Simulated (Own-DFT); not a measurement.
## Calculated data, GaN (wurtzite, strained, atoms displaced)

A calculation, not a measurement: plane-wave PBE density functional theory by an unreviewed code, no spin, of a simulated periodic cell, stress positive in tension, free energy of the whole cell less one offset for each atom, forces on such cells passed a denser k mesh, this cell's mesh not checked; offsets are fitted by least squares, one for each functional and potential file, so energies compare only between cells with the same atoms and settings and are not formation energies; the far tail of each file's local potential was reset to the Coulomb form; each entry is a single point on an unrelaxed cell, so the pressure reflects the starting lattice, mostly measured values (interpolated for alloys), from which strain is counted, and rises with the displacements; printed positions are rounded, which can move forces by about a meV/angstrom; the program, named Own-DFT, is a retired in-house code; no spin-orbit coupling. Program: Own-DFT development build.

Settings shared by all entries: functional PBE; potential files PseudoDojo norm-conserving, scalar-relativistic, standard set with the stringent files for Ga; wave cutoff 96 hartree; occupations Gaussian; smearing width 0.01 eV; k mesh 3 x 4 x 3 centred on Gamma.

(1) GaN (wurtzite, strained, atoms displaced)

```
GaN
1.0
     12.7560     0.0000     0.0000
     -4.7835     8.2853     0.0000
      0.0000     0.0000    10.3959
Ga N Ga N Ga N Ga N Ga N Ga N Ga N Ga N Ga N Ga N Ga N Ga N Ga N Ga N Ga N Ga N Ga N Ga N Ga N Ga N Ga N Ga N Ga N Ga N
2 2 2 2 2 2 2 2 2 2 2 2 2 2 2 2 2 2 2 2 2 2 2 2 2 2 2 2 2 2 2 2 2 2 2 2 2 2 2 2 2 2 2 2 2 2 2 2
Direct
  0.08154 0.22756 0.00089
  0.17325 0.12809 0.25794
  0.08529 0.22407 0.19456
  0.17406 0.11147 0.43396
  0.08478 0.21619 0.50341
  0.16744 0.11677 0.76029
  0.07979 0.21918 0.68889
  0.16352 0.10732 0.93440
  0.08370 0.54860 0.99851
  0.16281 0.44782 0.25168
  0.08535 0.55947 0.17962
  0.16052 0.44198 0.44141
  0.07748 0.55951 0.50241
  0.16916 0.45409 0.74968
  0.08313 0.55679 0.68745
  0.15895 0.44381 0.93721
  0.09049 0.89316 0.99449
  0.16812 0.78344 0.24924
  0.08145 0.88967 0.19504
  0.16648 0.78101 0.43003
  0.08617 0.89450 0.49696
  0.16516 0.78438 0.75294
  0.08347 0.89117 0.68406
  0.16672 0.77607 0.92879
  0.33524 0.22169 0.00194
  0.41736 0.10703 0.25128
  0.33595 0.22551 0.18167
  0.41677 0.11495 0.44580
  0.32582 0.20977 0.49614
  0.41968 0.11238 0.74063
  0.33136 0.21968 0.68975
  0.40766 0.10748 0.93641
  0.33415 0.56330 0.99187
  0.40595 0.43319 0.24299
  0.33046 0.55507 0.19002
  0.40928 0.44173 0.44288
  0.33992 0.55445 0.50039
  0.41138 0.43922 0.75562
  0.33119 0.55218 0.68358
  0.41709 0.44044 0.93754
  0.33490 0.89876 0.99127
  0.41211 0.78947 0.25421
  0.33444 0.88644 0.19475
  0.41126 0.77984 0.43501
  0.33001 0.88690 0.49589
  0.42035 0.79042 0.75205
  0.33665 0.89182 0.68080
  0.41928 0.78304 0.93712
  0.59037 0.22325 0.00987
  0.67472 0.11388 0.25335
  0.57966 0.21892 0.17956
  0.66397 0.11514 0.43702
  0.57982 0.20799 0.49617
  0.67800 0.13048 0.74508
  0.58994 0.23310 0.69094
  0.66217 0.10446 0.93940
  0.58352 0.55670 0.00075
  0.66450 0.44342 0.24917
  0.58432 0.55331 0.18830
  0.67084 0.44344 0.43942
  0.58381 0.55425 0.50531
  0.67066 0.44898 0.76092
  0.58670 0.55090 0.68678
  0.66876 0.43901 0.94174
  0.58232 0.88818 0.99515
  0.67514 0.77916 0.24313
  0.58005 0.87699 0.18971
  0.67620 0.77595 0.43155
  0.57732 0.87489 0.49478
  0.66740 0.77475 0.74770
  0.58173 0.88857 0.69067
  0.66850 0.77703 0.92864
  0.83447 0.22894 0.00124
  0.92509 0.11024 0.24444
  0.83613 0.22691 0.18198
  0.91792 0.10915 0.44049
  0.83030 0.22206 0.49924
  0.91719 0.10906 0.74769
  0.83606 0.23107 0.68551
  0.91658 0.10288 0.94579
  0.83312 0.56029 0.99262
  0.90743 0.44319 0.25413
  0.83373 0.55665 0.18510
  0.91704 0.45003 0.44484
  0.83281 0.55574 0.50000
  0.91765 0.44578 0.74720
  0.83079 0.55261 0.69695
  0.90434 0.43711 0.94254
  0.83057 0.87533 0.00433
  0.92373 0.78505 0.24824
  0.83867 0.89561 0.19641
  0.91883 0.78639 0.44109
  0.83847 0.89219 0.49850
  0.91869 0.78456 0.74835
  0.83069 0.87973 0.69347
  0.91341 0.78016 0.93631
```

- free energy of cell above offsets: -4.688 eV
- pressure: 6.7 GPa
- stress xx: -7.64 GPa
- stress yy: -5.76 GPa
- stress zz: -6.7 GPa
- stress yz: 0.38 GPa
- stress xz: 0.21 GPa
- stress xy: 0.61 GPa

Force:
```csv
element,x (eV/Å),y (eV/Å),z (eV/Å)
Ga,0.639,-1.13,0.266
Ga,0.353,-1.621,-2.136
N,0.478,0.758,-1.287
N,-2.202,-0.467,0.805
Ga,-0.602,1.102,-0.327
Ga,0.121,-0.397,-2.624
N,0.707,0.663,0.338
N,0.02,1.253,2.325
Ga,-2.53,1.212,0.092
Ga,0.325,0.405,0.47
N,-0.825,-0.071,1.461
N,0.512,0.289,-0.004
Ga,1.821,0.079,-0.394
Ga,-0.052,-1.037,-0.74
N,-0.264,0.754,0.424
N,2.278,-0.234,-0.78
Ga,-1.25,-0.927,1.264
Ga,-0.306,-0.93,-0.861
N,1.471,1.705,-1.696
N,-0.146,-0.315,1.478
Ga,-0.09,-0.897,0.167
Ga,0.671,-0.309,-2.249
N,0.015,0.513,0.416
N,0.082,-0.233,2.161
Ga,-0.792,-0.077,-1.139
Ga,-0.338,0.712,0.007
N,0.068,-1.717,1.274
N,0.31,-0.902,-1.611
Ga,1.277,2.695,2.029
Ga,-0.124,0.474,0.942
N,-0.185,-0.053,-0.446
N,1.645,1.317,-0.695
Ga,0.136,-0.904,1.482
Ga,0.773,2.797,1.324
N,-0.205,0.407,-0.849
N,2.396,-1.006,-1.464
Ga,-2.856,0.427,-0.231
Ga,0.825,0.463,-1.555
N,0.305,0.909,1.471
N,-0.783,0.663,0.606
Ga,0.324,-1.619,1.271
Ga,3.345,-2.564,-0.626
N,-2.283,1.625,-2.188
N,1.048,-0.475,0.841
Ga,-0.211,-0.008,0.419
Ga,0.173,-1.206,-0.87
N,-0.864,-0.302,0.735
N,-0.925,-0.244,-0.094
Ga,-0.871,-0.592,-3.436
Ga,-0.81,-1.059,-1.308
N,0.557,-0.062,3.88
N,1.94,-1.648,-0.228
Ga,-1.04,2.793,1.541
Ga,-1.167,-2.138,1.143
N,-0.38,-0.951,-0.767
N,0.634,1.104,-0.654
Ga,0.349,-0.22,-0.152
Ga,0.487,0.086,0.318
N,-0.74,0.017,-0.269
N,-1.014,-0.734,-0.47
Ga,0.263,-0.479,-1.309
Ga,-0.534,-0.385,-1.214
N,-1.194,0.179,1.063
N,-1.308,0.401,0.486
Ga,0.946,-0.207,0.979
Ga,-1.501,-0.799,0.925
N,-0.099,1.378,-0.278
N,-1.694,-0.153,0.847
Ga,0.768,0.788,0.437
Ga,-0.762,-0.165,-0.653
N,0.87,0.742,-1.016
N,-0.383,-0.369,1.999
Ga,0.19,-2.173,-0.681
Ga,-1.907,0.861,1.271
N,0.437,-0.448,1.915
N,-0.418,0.812,-0.54
Ga,0.863,0.04,-0.207
Ga,-0.612,-0.375,0.925
N,1.264,-0.913,-0.106
N,-0.937,0.65,-0.78
Ga,0.392,-0.025,1.165
Ga,1.529,0.619,-0.586
N,-0.681,0.552,0.182
N,-0.365,-0.97,-1.142
Ga,-0.591,0.813,0.945
Ga,-0.172,0.619,1.017
N,0.672,1.098,-1.118
N,1.95,1.549,-1.52
Ga,-1.009,1.74,-0.052
Ga,-1.037,-1.471,0.88
N,0.402,-1.066,-1.694
N,1.181,-1.086,-0.544
Ga,-0.899,-0.274,0.839
Ga,0.665,-1.158,0.119
N,-0.488,1.744,-1.379
N,1.966,-0.241,0.024
```

(2) GaN (wurtzite, strained, atoms displaced)

```
GaN
1.0
     12.7560     0.0000     0.0000
     -4.7835     8.2853     0.0000
      0.0000     0.0000    10.3959
Ga N Ga N Ga N Ga N Ga N Ga N Ga N Ga N Ga N Ga N Ga N Ga N Ga N Ga N Ga N Ga N Ga N Ga N Ga N Ga N Ga N Ga N Ga N Ga N
2 2 2 2 2 2 2 2 2 2 2 2 2 2 2 2 2 2 2 2 2 2 2 2 2 2 2 2 2 2 2 2 2 2 2 2 2 2 2 2 2 2 2 2 2 2 2 2
Direct
  0.08762 0.23005 0.00194
  0.16299 0.11196 0.25187
  0.07302 0.21436 0.19393
  0.16722 0.11151 0.44611
  0.08599 0.22913 0.50202
  0.16754 0.10466 0.74526
  0.07296 0.21384 0.69029
  0.16145 0.10883 0.94068
  0.08659 0.55646 0.00397
  0.17379 0.44870 0.24698
  0.08853 0.56117 0.18421
  0.16616 0.43569 0.43160
  0.07948 0.55806 0.50104
  0.17504 0.44233 0.74870
  0.09035 0.56053 0.68796
  0.16438 0.44432 0.93385
  0.08607 0.87938 0.99463
  0.16354 0.76918 0.24716
  0.07661 0.88649 0.18526
  0.15952 0.76872 0.43165
  0.08250 0.88868 0.49984
  0.16926 0.78146 0.75229
  0.08547 0.88982 0.69067
  0.16116 0.78100 0.94128
  0.33200 0.21874 0.99952
  0.41487 0.09599 0.24973
  0.33316 0.23077 0.18661
  0.41637 0.10677 0.44347
  0.33145 0.21585 0.50800
  0.41747 0.11408 0.74620
  0.33237 0.22895 0.69653
  0.41637 0.11157 0.93430
  0.33359 0.55011 0.99778
  0.41703 0.45251 0.24348
  0.33692 0.55851 0.18693
  0.41549 0.44077 0.44167
  0.33439 0.56087 0.50695
  0.41633 0.44521 0.74770
  0.33267 0.55037 0.68388
  0.41383 0.44400 0.93447
  0.33884 0.89794 0.00954
  0.40843 0.77453 0.24906
  0.33067 0.89072 0.19353
  0.40585 0.76683 0.43771
  0.34181 0.89355 0.49487
  0.42391 0.77621 0.74758
  0.32902 0.88113 0.69318
  0.41949 0.78126 0.93964
  0.58958 0.23204 0.00120
  0.67270 0.11462 0.24748
  0.58597 0.22441 0.18988
  0.67023 0.10260 0.43138
  0.58273 0.21846 0.50155
  0.66881 0.10044 0.74838
  0.57932 0.21613 0.68219
  0.66684 0.11379 0.93529
  0.58325 0.55116 0.00038
  0.66418 0.44212 0.24628
  0.58431 0.54933 0.19701
  0.66105 0.42960 0.43882
  0.58986 0.56016 0.49415
  0.66640 0.44144 0.75397
  0.58919 0.56434 0.68727
  0.66611 0.44456 0.93986
  0.57822 0.88872 0.99378
  0.66717 0.78103 0.24607
  0.58329 0.89018 0.18452
  0.66302 0.76945 0.44755
  0.57609 0.88200 0.50198
  0.66039 0.77826 0.75300
  0.58441 0.90139 0.67974
  0.65811 0.75738 0.93703
  0.82068 0.21166 0.99595
  0.92074 0.11378 0.24947
  0.83732 0.23230 0.18657
  0.92236 0.11630 0.44194
  0.83155 0.21810 0.50429
  0.91080 0.10408 0.75040
  0.83584 0.22349 0.68686
  0.91731 0.11809 0.94581
  0.83007 0.56210 0.00462
  0.91276 0.43855 0.24260
  0.84038 0.56299 0.19078
  0.90771 0.43261 0.43735
  0.82969 0.55426 0.49336
  0.92344 0.43855 0.74413
  0.83616 0.55734 0.68969
  0.91892 0.44984 0.94381
  0.82834 0.87930 0.99771
  0.91677 0.77615 0.24321
  0.83214 0.88604 0.18672
  0.91147 0.76768 0.42951
  0.83944 0.89694 0.50032
  0.92509 0.78854 0.75691
  0.83201 0.88064 0.69946
  0.91050 0.76951 0.93704
```

* free energy of cell above offsets: -4.569 eV
* pressure: 6.46 GPa
* stress xx: -5.29 GPa
* stress yy: -8.82 GPa
* stress zz: -5.26 GPa
* stress yz: 0.2 GPa
* stress xz: 0.53 GPa
* stress xy: -0.08 GPa

Force:
```csv
element,x (eV/Å),y (eV/Å),z (eV/Å)
Ga,-0.704,-1.41,0.08
Ga,0.686,-0.349,-0.022
N,2.775,2.358,-1.368
N,-0.065,-0.345,-0.711
Ga,0.187,-0.823,0.37
Ga,-1.486,1.195,1.336
N,1.731,0.947,-0.142
N,0.704,-0.132,-0.591
Ga,-1.03,-0.191,-1.355
Ga,-1.238,-1.055,0.489
N,0.244,-1.575,0.735
N,-0.334,1.985,0.832
Ga,0.445,-1.238,-0.53
Ga,-2.184,-0.714,-0.078
N,0.226,-0.558,0.031
N,0.998,0.662,0.632
Ga,-3.969,2.318,1.813
Ga,-1.627,1.32,0.522
N,1.807,0.668,-0.036
N,0.677,1.416,0.736
Ga,-0.196,-0.784,-0.483
Ga,-0.13,-0.905,0.19
N,0.23,-0.422,-0.739
N,4.212,-1.444,-0.934
Ga,-0.599,0.096,-0.155
Ga,-0.831,3.898,0.956
N,0.479,-1.308,0.338
N,-0.177,0.529,-1.046
Ga,-0.008,1.2,-0.909
Ga,0.015,-0.912,0.365
N,0.784,-1.144,-0.968
N,0.602,0.35,0.787
Ga,-0.687,0.774,-0.12
Ga,1.122,-1.353,2.072
N,-0.785,0.345,-0.888
N,-0.086,0.39,-0.33
Ga,0.172,-2.409,-2.098
Ga,1.271,0.782,0.029
N,0.575,1.228,1.424
N,0.795,-0.317,0.451
Ga,-0.59,-0.699,-1.95
Ga,1.713,0.413,0.137
N,0.249,-1.529,-0.844
N,1.276,1.298,-0.577
Ga,-2.245,-1.498,1.569
Ga,-2.079,0.09,0.573
N,1.281,1.075,-1.076
N,-1.253,-0.947,-0.576
Ga,-0.797,-1.399,0.001
Ga,-0.213,-0.326,0.11
N,-0.238,-1.044,-0.537
N,-1.178,-0.191,1.106
Ga,0.794,-0.427,-0.802
Ga,-1.091,3.263,0.232
N,0.816,0.436,1.566
N,-1.334,-1.315,-0.591
Ga,-0.956,-1.151,0.804
Ga,1.352,0.037,1.458
N,-1.028,1.406,-1.675
N,-0.044,1.445,-0.766
Ga,-0.542,-2.574,1.026
Ga,0.492,0.674,-1.351
N,-0.633,-1.348,0.098
N,0.047,0.024,0.023
Ga,1.668,-0.02,1.235
Ga,0.096,-0.41,0.995
N,-0.637,-0.168,0.095
N,0.046,2.751,-1.665
Ga,0.934,0.278,-2.231
Ga,1.393,-0.359,-0.762
N,0.562,-2.571,1.222
N,-0.656,2.979,0.119
Ga,2.634,2.505,0.895
Ga,-2.47,-1.172,0.694
N,0.144,-2.55,-0.687
N,-0.616,-0.637,-0.595
Ga,0.159,-0.015,-1.084
Ga,0.424,0.232,1.099
N,-0.464,-1.195,0.469
N,-0.099,-1.369,-0.886
Ga,1.701,-1.314,-0.53
Ga,0.7,1.865,1.336
N,-1.258,-1.707,-0.57
N,0.699,1.069,-0.337
Ga,0.28,-0.774,1.244
Ga,-1.308,1.689,1.463
N,0.19,-0.18,-0.277
N,-0.402,-0.789,-0.689
Ga,-0.021,1.38,0.037
Ga,-0.5,0.736,0.908
N,-0.433,0.404,0.014
N,-0.028,1.668,1.048
Ga,-0.189,-1.341,0.353
Ga,-0.501,-2.168,-0.92
N,-0.985,0.911,-1.312
N,0.539,1.485,0.667
```

(3) GaN (wurtzite, strained, atoms displaced)

```
GaN
1.0
     12.7560     0.0000     0.0000
     -4.7835     8.2853     0.0000
      0.0000     0.0000    10.3959
Ga N Ga N Ga N Ga N Ga N Ga N Ga N Ga N Ga N Ga N Ga N Ga N Ga N Ga N Ga N Ga N Ga N Ga N Ga N Ga N Ga N Ga N Ga N Ga N
2 2 2 2 2 2 2 2 2 2 2 2 2 2 2 2 2 2 2 2 2 2 2 2 2 2 2 2 2 2 2 2 2 2 2 2 2 2 2 2 2 2 2 2 2 2 2 2
Direct
  0.08564 0.23043 0.99207
  0.15892 0.09566 0.25205
  0.08614 0.22399 0.18948
  0.16657 0.11233 0.44569
  0.08461 0.21653 0.49887
  0.16437 0.10731 0.74411
  0.07817 0.22588 0.68678
  0.16714 0.11052 0.93931
  0.08649 0.55134 0.00769
  0.16628 0.45051 0.25102
  0.08581 0.56284 0.18401
  0.16868 0.45600 0.44598
  0.08601 0.55736 0.49727
  0.16120 0.44781 0.75995
  0.08547 0.55367 0.68882
  0.16618 0.44645 0.94070
  0.07902 0.88921 0.99650
  0.15741 0.76380 0.25206
  0.07719 0.87980 0.18592
  0.16479 0.77283 0.43174
  0.08240 0.88076 0.48800
  0.16291 0.77267 0.75026
  0.08385 0.88574 0.69153
  0.16578 0.77395 0.93424
  0.32945 0.22404 0.00132
  0.41102 0.11122 0.25299
  0.34079 0.22358 0.18522
  0.42030 0.10989 0.43536
  0.33372 0.22043 0.49929
  0.41495 0.11507 0.75774
  0.33103 0.22531 0.68765
  0.41752 0.12003 0.94192
  0.32214 0.54912 0.00581
  0.42136 0.45083 0.25760
  0.34018 0.56360 0.18670
  0.41709 0.45012 0.44052
  0.33328 0.55551 0.49850
  0.40658 0.42808 0.74825
  0.33272 0.56025 0.67894
  0.41989 0.45310 0.94044
  0.32849 0.89136 0.99943
  0.41919 0.78066 0.24172
  0.34339 0.89311 0.19058
  0.42475 0.79035 0.43710
  0.32418 0.88623 0.48990
  0.41830 0.78206 0.74410
  0.32923 0.88589 0.69218
  0.41764 0.78191 0.93218
  0.58645 0.22756 0.99672
  0.66658 0.11927 0.25409
  0.58124 0.22165 0.19039
  0.66969 0.11681 0.44002
  0.58215 0.22236 0.49564
  0.67258 0.11810 0.75233
  0.57725 0.22307 0.68619
  0.67237 0.11557 0.94596
  0.57967 0.55640 0.00519
  0.66934 0.44603 0.25692
  0.58107 0.55741 0.19243
  0.66898 0.43751 0.43460
  0.57662 0.55443 0.48956
  0.66633 0.44367 0.75378
  0.58744 0.55870 0.68669
  0.65736 0.43945 0.94389
  0.59500 0.89317 0.99533
  0.66630 0.77862 0.24889
  0.58176 0.89432 0.19453
  0.66855 0.77869 0.43663
  0.58077 0.89560 0.50007
  0.67136 0.77186 0.74749
  0.58595 0.88883 0.69158
  0.67062 0.79338 0.94294
  0.83048 0.22745 0.00442
  0.91323 0.10881 0.24910
  0.83210 0.21416 0.18477
  0.91203 0.10078 0.44091
  0.83034 0.21755 0.49933
  0.91129 0.11244 0.73805
  0.82968 0.22441 0.68533
  0.92435 0.10698 0.92915
  0.83597 0.54791 0.99292
  0.91575 0.44913 0.24115
  0.83110 0.55767 0.18924
  0.91872 0.44287 0.44393
  0.83534 0.55533 0.49956
  0.91880 0.44170 0.75432
  0.83142 0.54051 0.68896
  0.92029 0.44876 0.94613
  0.83212 0.88592 0.99256
  0.92074 0.76820 0.25058
  0.83317 0.88978 0.19345
  0.91600 0.77671 0.44301
  0.82882 0.88953 0.50543
  0.91021 0.76530 0.75260
  0.82917 0.88923 0.68788
  0.91762 0.76922 0.93628
```

* free energy of cell above offsets: -4.500 eV
* pressure: 6.63 GPa
* stress xx: -7.54 GPa
* stress yy: -6.99 GPa
* stress zz: -5.35 GPa
* stress yz: -0.72 GPa
* stress xz: -0.49 GPa
* stress xy: -0.49 GPa

Force:
```csv
element,x (eV/Å),y (eV/Å),z (eV/Å)
Ga,0.243,-2.066,1.189
Ga,0.445,2.062,-0.46
N,-0.304,0.123,-0.116
N,1.025,-1.028,-1.408
Ga,-1.815,1.32,0.449
Ga,-0.851,0.107,0.6
N,1.069,-0.127,0.155
N,-0.45,0.227,-0.59
Ga,-0.999,1.489,-1.852
Ga,1.178,-0.703,0.67
N,-0.11,-2.077,0.998
N,0.976,-1.898,-2.003
Ga,-1.043,-0.625,1.422
Ga,1.827,-0.149,-2.319
N,-1.336,0.157,-0.168
N,-0.415,-0.197,-0.032
Ga,1.179,-0.178,-0.172
Ga,1.382,2.956,-1.201
N,1.245,0.47,0.009
N,-0.618,0.058,0.35
Ga,-0.753,0.719,2.332
Ga,0.562,0.437,-0.097
N,-0.911,-0.367,-1.169
N,-0.738,-0.144,1.319
Ga,0.814,0.64,0.003
Ga,1.767,-0.245,-0.915
N,-2.392,0.34,1.052
N,-1.663,0.118,0.662
Ga,0.483,0.281,0.063
Ga,0.297,-0.975,-0.913
N,0.243,-2.06,-0.768
N,0.09,-0.629,-0.091
Ga,2.635,2.203,-1.1
Ga,-0.791,-0.988,-1.417
N,-0.961,-1.446,0.881
N,-0.519,-1.678,-0.34
Ga,-0.366,1.536,0.035
Ga,0.143,4.151,0.771
N,0.116,-1.059,2.01
N,-1.261,-1.072,-0.519
Ga,1.504,0.125,-0.041
Ga,0.412,0.263,1.368
N,-2.959,-0.439,-0.575
N,-1.753,-1.641,-0.511
Ga,2.424,0.504,1.748
Ga,0.122,-0.455,0.566
N,-0.38,0.927,-1.292
N,0.009,-0.248,1.105
Ga,-0.547,-1.646,1.575
Ga,0.053,-0.972,-0.575
N,0.035,0.77,-0.271
N,-0.302,-0.291,-0.123
Ga,0.418,-0.157,1.132
Ga,-1.644,-1.189,-0.01
N,0.878,-0.153,0.443
N,-1.047,0.281,-1.503
Ga,0.15,0.683,-0.075
Ga,-0.867,-0.586,-1.806
N,0.993,-0.049,-0.086
N,-0.891,1.229,1.288
Ga,2.338,0.98,1.763
Ga,-0.65,-0.347,-0.618
N,-0.528,-1.338,-0.316
N,1.469,1.891,-0.842
Ga,-4.33,0.614,1.79
Ga,-0.229,0.801,0.201
N,1.634,0.304,-1.231
N,-0.835,-0.156,0.257
Ga,1.49,-0.203,0.576
Ga,-2.283,0.355,0.638
N,0.27,0.708,-0.34
N,2.501,-3.297,-1.676
Ga,2.072,-0.81,-0.726
Ga,0.985,-0.182,0.317
N,-0.557,1.655,1.028
N,0.308,1.639,-0.36
Ga,0.607,0.714,-0.201
Ga,0.786,-0.207,1.368
N,0.709,0.34,0.292
N,-1.657,0.602,0.341
Ga,-2.514,0.909,1.307
Ga,0.315,-1.36,1.434
N,0.599,-0.848,-1.033
N,-0.043,0.184,-1.519
Ga,-0.174,-0.547,0.353
Ga,0.322,0.161,-0.457
N,-0.57,1.162,0.312
N,1.22,-1.116,-1.037
Ga,1.063,0.804,1.455
Ga,-2.812,1.162,0.629
N,0.971,-0.755,-1.18
N,-0.049,-0.121,-0.629
Ga,0.561,-1.077,-0.919
Ga,0.515,0.936,-1.24
N,1.667,-0.256,0.358
N,-1.2,0.058,0.229
```
